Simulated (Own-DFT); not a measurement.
Hf36O71 (tetragonal hafnia with one neutral oxygen vacancy, atoms displaced) (calculated)

All values are calculated (Own-DFT development build). A calculation, not a measurement: plane-wave PBE and HSE06 DFT by an unreviewed code, no spin, of a simulated cell at Gamma alone, so results move with cell size and shape, stress positive in tension, energies less offsets, not probed for a lower state with spin; hafnium file: forces about 75 meV/angstrom off all-electron values; oxygen file: force components 24 meV/angstrom off all-electron in a glass; k mesh not checked against a denser one; forces and stress are PBE's, HSE06 gives the energy alone, and its difference from PBE has offsets of its own; offsets are fitted by least squares, one for each functional and potential file, so energies compare only between cells with the same atoms and settings and are not formation energies; the far tail of each file's local potential was reset to the Coulomb form; each entry is a single point on an unrelaxed cell, so the pressure reflects the starting lattice, taken from the Materials Project, from which strain is counted, and rises with the displacements; printed positions are rounded, which can move forces by about a meV/angstrom; the program is a retired in-house code; no spin-orbit coupling.

Common to all runs: first functional PBE; second functional HSE06; exact exchange share 0.25; screening 0.11 1/bohr; exchange divergence Gygi-Baldereschi; potential files PseudoDojo norm-conserving, scalar-relativistic, made for PBE, standard set; wave cutoff 48 hartree; occupations fixed; k mesh 1 x 1 x 1 centred on Gamma.

(1) 
```xyz
107
Lattice="10.7800 0.0000 0.0000 0.0000 10.7800 0.0000 0.0000 0.0000 10.4493" Properties=species:S:1:pos:R:3:force_x:R:1:force_y:R:1:force_z:R:1 formula=Hf36O71 PBE_energy_of_cell_above_offsets=-96.650 HSE06_less_PBE_above_offsets=0.082 PBE_pressure=2.21 PBE_stress_xx=-1.67 PBE_stress_yy=-2.2 PBE_stress_zz=-2.77 PBE_stress_yz=-0.58 PBE_stress_xz=-0.28 PBE_stress_xy=0.1
Hf     0.0900     0.0819     0.0514     -1.059     -1.499     -0.706
Hf     1.8074     1.8181     2.6048      0.026     -0.909      0.476
O     10.7659     1.7989     1.6271      0.662     -0.172     -0.898
O      1.7992     0.0020     3.7195     -0.703       0.22     -1.839
O     10.6958     1.8331     4.1667       0.03     -0.637      0.451
O      1.8716    10.7507     1.0506     -1.688      -0.03      0.192
Hf    10.7715     0.0054     5.2326      1.229     -0.144      0.062
Hf     1.7643     1.7974     7.8917       1.01     -0.584     -0.538
O      0.0246     1.8037     6.8320      0.008     -0.257     -0.136
O      1.7883    10.7533     8.8611     -0.379      0.946      0.078
O     10.7705     1.7933     9.4248       0.55      -0.23     -0.159
O      1.8708    10.6767     6.1948     -2.282      0.732      1.076
Hf     0.0128     3.5382    10.3937      -0.55      1.925      0.856
Hf     1.6947     5.3835     2.5495      3.011      0.801      0.143
O     10.6685     5.4081     1.6193      2.295     -0.525     -0.862
O      1.7798     3.5519     3.6424     -0.076      0.585      0.014
O     10.7340     5.4205     4.2218      0.461     -0.673     -0.624
O      1.8462     3.5790     1.0512     -2.322     -0.374      0.417
Hf    10.7702     3.5870     5.1702     -1.898      0.029       0.25
Hf     1.7509     5.3241     7.7963      0.306      1.738      0.493
O     10.6872     5.3757     6.7844      2.053      0.173     -0.194
O      1.8400     3.6949     8.9695     -0.903     -2.716     -1.188
O      0.0109     5.3905     9.4593      0.152     -0.083       0.01
O      1.6984     3.5412     6.2007      0.675      0.481      1.535
Hf     0.0606     7.2298     0.0246     -1.934      -0.84     -0.901
Hf     1.7333     9.0301     2.5006      3.184     -0.589      2.485
O      0.0049     8.9725     1.6363      0.269      0.225     -1.306
O      1.8307     7.1969     3.6140     -0.673     -0.192     -0.141
O      0.0963     8.9797     4.2174     -0.827      0.368     -0.503
O      1.7753     7.1444     1.0630       0.02      0.397      0.003
Hf    10.7579     7.1991     5.1701      1.409      0.571      1.177
Hf     1.8620     8.9066     7.8285     -0.747      0.951     -0.413
O     10.7557     8.9843     6.7831      0.828      0.302      0.607
O      1.8033     7.1951     8.9234     -0.206     -0.447     -1.013
O     10.7031     9.0037     9.5198      0.354      0.565     -0.179
Hf     3.6386     0.0577     0.0093      0.676      -1.31     -0.644
Hf     5.3416     1.8060     2.6039      1.095      1.218     -0.266
O      3.5464     1.7112     1.4796      0.321      0.401      1.975
O      5.4126    10.7690     3.5993      0.298        0.4       0.32
O      3.5211     1.6515     4.3107      0.416      4.349     -2.498
O      5.3725    10.7216     1.0069      0.901       0.58      0.318
Hf     3.5657    10.7755     5.1967      0.645     -2.651      1.291
Hf     5.3698     1.8260     7.8482      0.707      0.571     -0.446
O      3.5827     1.7426     6.8772     -1.185       0.42      0.268
O      5.2789    10.7488     8.8280      0.259      1.124      0.342
O      3.6758     1.8333     9.4911     -0.687     -1.002     -1.555
O      5.4179     0.0154     6.2692     -0.338     -0.114     -0.313
Hf     3.5390     3.5468    10.4382       2.31      2.598      1.205
Hf     5.4974     5.4074     2.6122      -1.95     -0.387     -0.462
O      3.5920     5.3515     1.5031     -0.938      0.498      1.831
O      5.4596     3.6187     3.5969     -0.726     -1.536      0.487
O      3.5715     5.4041     4.2510     -0.481     -0.967      0.094
O      5.3377     3.6029     1.0978      0.906     -0.938     -1.223
Hf     3.4589     3.5981     5.2427      2.985      0.587     -0.028
Hf     5.3744     5.4978     7.8926      1.077     -2.865     -1.533
O      3.6111     5.3268     6.8319     -1.892      0.414      0.344
O      5.4046     3.5628     8.8117      -0.02      1.164      0.558
O      3.5038     5.3659     9.5214      0.715      0.968     -1.536
O      5.3156     3.6261     6.2625      0.356     -0.811     -1.106
Hf     3.5629     7.2371    10.4203      1.123     -1.069      1.204
Hf     5.4294     8.9970     2.6161     -0.633     -1.475     -0.851
O      3.6322     8.9716     1.4616     -0.836     -0.078      1.344
O      5.4114     7.1515     3.5738      0.039      1.895      1.149
O      3.6130     8.9803     4.2602      0.378     -0.471     -0.991
O      5.3969     7.1862     1.1067       0.15      0.239     -1.659
Hf     3.5645     7.1527     5.2777      0.027      0.455     -0.884
Hf     5.3519     9.0554     7.8020     -0.301     -0.994       0.34
O      3.5492     8.9434     6.7492      0.318     -0.524      0.986
O      5.4004     7.1620     8.8211     -0.566      2.301      1.492
O      3.5927     9.0255     9.3984     -0.343     -0.669     -0.599
O      5.3411     7.1945     6.2895      0.966      0.096     -0.656
Hf     7.2165    10.7784     0.0323     -0.092     -0.589     -0.661
Hf     8.9247     1.7721     2.5553      0.087      0.648      1.389
O      7.2341     1.8335     1.5470     -1.729     -0.552       0.23
O      8.9602    10.7274     3.5213      0.513      1.157       1.17
O      7.1960     1.8089     4.1648      0.211     -1.136      0.099
O      8.9886    10.7676     0.9916      1.291      0.513      0.263
Hf     7.1608    10.7311     5.2584     -0.088      1.221     -0.619
Hf     8.9703     1.8327     7.8078     -0.573     -0.965      0.088
O      7.2623     1.8866     6.7961     -1.524     -0.403      0.092
O      8.8645    10.7640     8.8819      0.738      1.005     -0.742
O      7.1580     1.7662     9.4587      0.129      0.549     -0.329
O      8.9707     0.0927     6.2326      0.269     -0.639     -0.279
Hf     7.2787     3.5805     0.0199     -3.118      0.722     -0.699
Hf     9.0572     5.4434     2.6929     -3.175     -0.586     -0.758
O      7.1950     5.3696     1.6712      1.612     -0.055      -1.48
O      8.8901     3.6898     3.6593      0.659     -1.549       -0.3
O      7.1621     5.4574     4.1600      0.337      0.151      1.236
O      8.9218     3.5758     1.0214      2.664     -0.311      0.011
Hf     7.2351     3.5736     5.1905     -2.243       1.02     -0.016
Hf     8.9703     5.4305     7.7668     -1.415      0.103      1.282
O      7.2183     5.4423     6.7652     -0.482      0.301      0.353
O      9.0486     3.5727     8.7980     -0.113      0.626      0.884
O      7.1909     5.4501     9.4052     -0.116     -1.374      0.596
O      8.9170     3.6347     6.2357       2.13     -0.377     -0.036
Hf     7.1788     7.2167     0.0026      0.346      0.036      0.277
Hf     9.0809     8.9936     2.6144     -2.433     -0.762     -0.663
O      7.2701     8.9954     1.5692     -0.616      0.195       0.65
O      8.9753     7.1894     3.6134      0.473      1.113      1.173
O      7.2792     8.9770     4.1927     -0.496      0.729       0.11
O      8.9887     7.1896     1.0211      0.455      0.176     -0.136
Hf     7.2806     7.2709     5.1964     -1.788     -2.529      0.626
Hf     8.9608     9.0422     7.8152       0.25     -1.019      1.252
O      7.1443     9.0691     6.8470       0.84     -0.274     -0.924
O      8.9116     7.1696     8.8488      0.449      1.004     -0.529
O      7.1571     9.0173     9.4247     -0.407     -0.451      0.026
O      9.0558     7.2916     6.2697       -1.1     -0.219     -0.659
```

Units: PBE_energy_of_cell_above_offsets, HSE06_less_PBE_above_offsets in eV; PBE_pressure, PBE_stress_xx, PBE_stress_yy, PBE_stress_zz, PBE_stress_yz, PBE_stress_xz, PBE_stress_xy in GPa; force_x, force_y, force_z in eV/Å.

(2) 
```xyz
107
Lattice="10.7800 0.0000 0.0000 0.0000 10.7800 0.0000 0.0000 0.0000 10.4493" Properties=species:S:1:pos:R:3:force_x:R:1:force_y:R:1:force_z:R:1 formula=Hf36O71 PBE_energy_of_cell_above_offsets=-100.673 HSE06_less_PBE_above_offsets=-0.137 PBE_pressure=1.21 PBE_stress_xx=-1.57 PBE_stress_yy=-0.19 PBE_stress_zz=-1.88 PBE_stress_yz=0.16 PBE_stress_xz=0.2 PBE_stress_xy=0
Hf    10.7658     0.0346    10.4208     -0.217     -0.835      0.382
Hf     1.7689     1.8276     2.6097       0.34     -0.062     -0.293
O     10.7601     1.8164     1.6419      0.688     -0.012     -0.642
O      1.8401    10.7671     3.6238     -0.571      1.227      0.037
O     10.7275     1.7471     4.1712      0.535      1.126      0.579
O      1.7765    10.7559     0.9686     -0.017      0.421      0.598
Hf     0.0170    10.7717     5.2284     -1.261     -0.004     -0.346
Hf     1.8176     1.7360     7.8135      0.159      1.724      0.764
O      0.0328     1.7932     6.8402     -0.923     -0.033     -0.217
O      1.7560     0.0322     8.8157      0.015     -0.912      0.399
O     10.7332     1.8269     9.4852     -0.097      -0.28     -0.511
O      1.7823     0.0311     6.2399       0.24      0.087      0.165
Hf    10.7784     3.6044     0.0123       0.57      0.992     -0.644
Hf     1.8355     5.3457     2.6588      0.234       1.61     -1.338
O      0.0363     5.3887     1.6275     -0.269     -0.114     -0.258
O      1.7812     3.6204     3.6156      -0.08     -1.091      0.439
O      0.0049     5.4128     4.2149      0.111      -0.69      0.238
O      1.8315     3.5750     0.9949     -0.816     -0.367      0.735
Hf    10.7544     3.6076     5.2572      0.305      0.179     -0.145
Hf     1.8541     5.3594     7.8124     -1.133     -0.048      0.657
O     10.7392     5.4017     6.8357      0.748      -0.18     -0.389
O      1.7747     3.6113     8.8963      0.005     -0.821     -0.875
O      0.0433     5.4140     9.3798     -0.348     -0.406      1.002
O      1.7744     3.5946     6.2262      0.618      0.082     -0.104
Hf     0.0010     7.1521     0.0039      0.488      0.135      -0.38
Hf     1.7453     9.0362     2.6274      0.725     -1.291     -0.415
O      0.0085     9.0192     1.5390     -0.289     -0.148      0.953
O      1.8051     7.2019     3.6251      0.107     -0.244     -0.171
O     10.7721     8.9792     4.2168      0.268      0.378     -0.354
O      1.7931     7.1696     0.9814     -0.579       0.21      0.247
Hf    10.7553     7.1915     5.1964      0.399     -0.418      0.363
Hf     1.7906     8.9695     7.8356      0.447     -0.399     -0.109
O     10.7503     9.0357     6.7838      1.002     -0.033      0.092
O      1.7730     7.1783     8.7987      0.166      0.473      0.221
O     10.7767     9.0069     9.4812      0.005     -0.527     -1.041
O      1.8276     7.2002     6.2301      -0.82      0.059     -0.116
Hf     3.5713    10.7767     0.0296      1.009      0.193     -0.686
Hf     5.3432     1.8034     2.6098      1.164     -0.507     -0.331
O      3.6234     1.7806     1.5629     -1.086     -0.226      0.628
O      5.3982    10.7499     3.6238      0.114      1.208     -0.186
O      3.5308     1.8184     4.2202      0.299      0.267     -0.702
O      5.3982     0.0132     0.9792     -0.196     -0.224      0.344
Hf     3.5401     0.0689     5.2204      1.172     -1.728      0.064
Hf     5.3607     1.7920     7.8095      1.207     -0.111      1.092
O      3.6220     1.8024     6.8619     -1.239      0.144     -1.149
O      5.3706     0.0227     8.8674      0.102     -0.462     -0.304
O      3.5660     1.8143     9.4262     -0.256     -0.884     -0.041
O      5.3451     0.0314     6.2803      0.477     -0.281     -0.626
Hf     3.5876     3.5881    10.4163      0.475      0.722      -0.07
Hf     5.4071     5.3428     2.6471     -0.605      1.499     -1.363
O      3.5937     5.3853     1.5549     -0.087     -0.207      1.283
O      5.4289     3.6357     3.6642     -0.001      -1.75      0.141
O      3.6429     5.3884     4.2382     -0.313     -0.598     -0.385
O      5.3706     3.6202     1.0290      0.537      -0.23      0.232
Hf     3.6341     3.5636     5.2287     -0.341      0.993       0.66
Hf     5.4339     5.4101     7.8288     -0.957     -0.967      1.146
O      3.6151     5.4012     6.8335      0.344      0.176     -0.416
O      5.3787     3.5493     8.8643      0.032      1.011     -0.413
O      3.5631     5.3805     9.4388      0.003       0.46     -0.445
O      5.3608     3.6214     6.2383      0.909     -0.174     -0.279
Hf     3.5144     7.2493    10.4238      0.999      -1.64      0.589
Hf     5.3875     8.9484     2.5387     -0.658     -0.017      1.168
O      3.5867     8.9535     1.5643     -0.691      0.497      0.326
O      5.3934     7.2189     3.6354     -0.231     -0.486     -0.148
O      3.5386     9.0585     4.2500      0.141     -0.919      0.115
O      5.3380     7.1874     1.0117      0.886       0.19     -0.274
Hf     3.5966     7.1532     5.2219     -0.393      1.496     -0.452
Hf     5.4208     8.9716     7.8194     -0.246      0.716      0.815
O      3.6032     8.9743     6.8670     -0.289     -0.025     -0.039
O      5.3944     7.1876     8.8478       0.06     -0.133     -0.495
O      3.6001     8.9609     9.4460      -0.48      1.294     -0.519
O      5.4204     7.1950     6.1755     -1.346      -0.24       1.37
Hf     7.2132     0.0099    10.4455     -0.631      0.313     -0.747
Hf     8.9909     1.8075     2.5928     -0.768     -0.499      0.725
O      7.1738     1.7672     1.5637      0.064      0.251      1.125
O      9.0158    10.7678     3.6245     -0.529      0.339     -0.327
O      8.9861    10.7581     1.0409     -0.075      0.156     -0.083
Hf     7.1626     0.0015     5.2413      -0.58      0.137     -0.896
Hf     8.9845     1.7970     7.8355     -0.692      0.165        0.5
O      7.1659     1.7856     6.7739      0.479      0.345     -0.088
O      8.9519    10.7435     8.8810      0.345      0.696     -0.584
O      7.2005     1.8291     9.4308      0.484     -0.381      0.096
O      8.9285     0.0188     6.2177      1.011     -0.072      0.447
Hf     7.2348     3.6408     0.0418     -1.094     -0.555      -0.55
Hf     9.0060     5.3939     2.6414      0.037      0.749     -0.911
O      7.1884     5.3434     1.5990      0.304      0.312      0.052
O      8.9852     3.6736     3.6289     -0.411     -1.623      0.711
O      7.1707     5.4295     4.1871      0.081     -0.544      0.329
O      8.9945     3.6117     1.0431      0.222     -0.198       0.13
Hf     7.2554     3.6052     5.1760     -0.958      -0.62      0.315
Hf     8.9391     5.4377     7.8343       1.16     -0.665      0.309
O      7.1749     5.3576     6.8211      0.038      0.425     -0.566
O      8.9970     3.6252     8.8683     -0.078     -0.304     -0.188
O      7.1794     5.3920     9.4284     -0.159      0.113      0.024
O      8.9803     3.6396     6.2601      -0.03     -0.613     -0.274
Hf     7.1994     7.1994     0.0069     -0.912      0.075     -0.387
Hf     8.9583     8.9956     2.5596      0.338     -0.118      0.922
O      7.1531     8.9674     1.6281      0.861     -0.077     -1.204
O      9.0259     7.1508     3.6091      0.112      0.932      0.105
O      7.1923     8.9942     4.1801      0.308     -0.461      0.739
O      9.0032     7.2037     0.9726     -0.497     -0.014      0.642
Hf     7.1290     7.1472     5.2856      1.632      1.467     -1.635
Hf     9.0386     8.9740     7.7917     -1.351     -0.407      1.043
O      7.1952     8.9108     6.8303      0.141      0.356     -0.343
O      8.9460     7.1411     8.8744      0.239      1.239     -0.083
O      7.1842     8.9679     9.3766     -0.093      0.204      0.953
O      8.9963     7.1823     6.2912     -0.267       0.03     -0.471
```

Units: PBE_energy_of_cell_above_offsets, HSE06_less_PBE_above_offsets in eV; PBE_pressure, PBE_stress_xx, PBE_stress_yy, PBE_stress_zz, PBE_stress_yz, PBE_stress_xz, PBE_stress_xy in GPa; force_x, force_y, force_z in eV/Å.
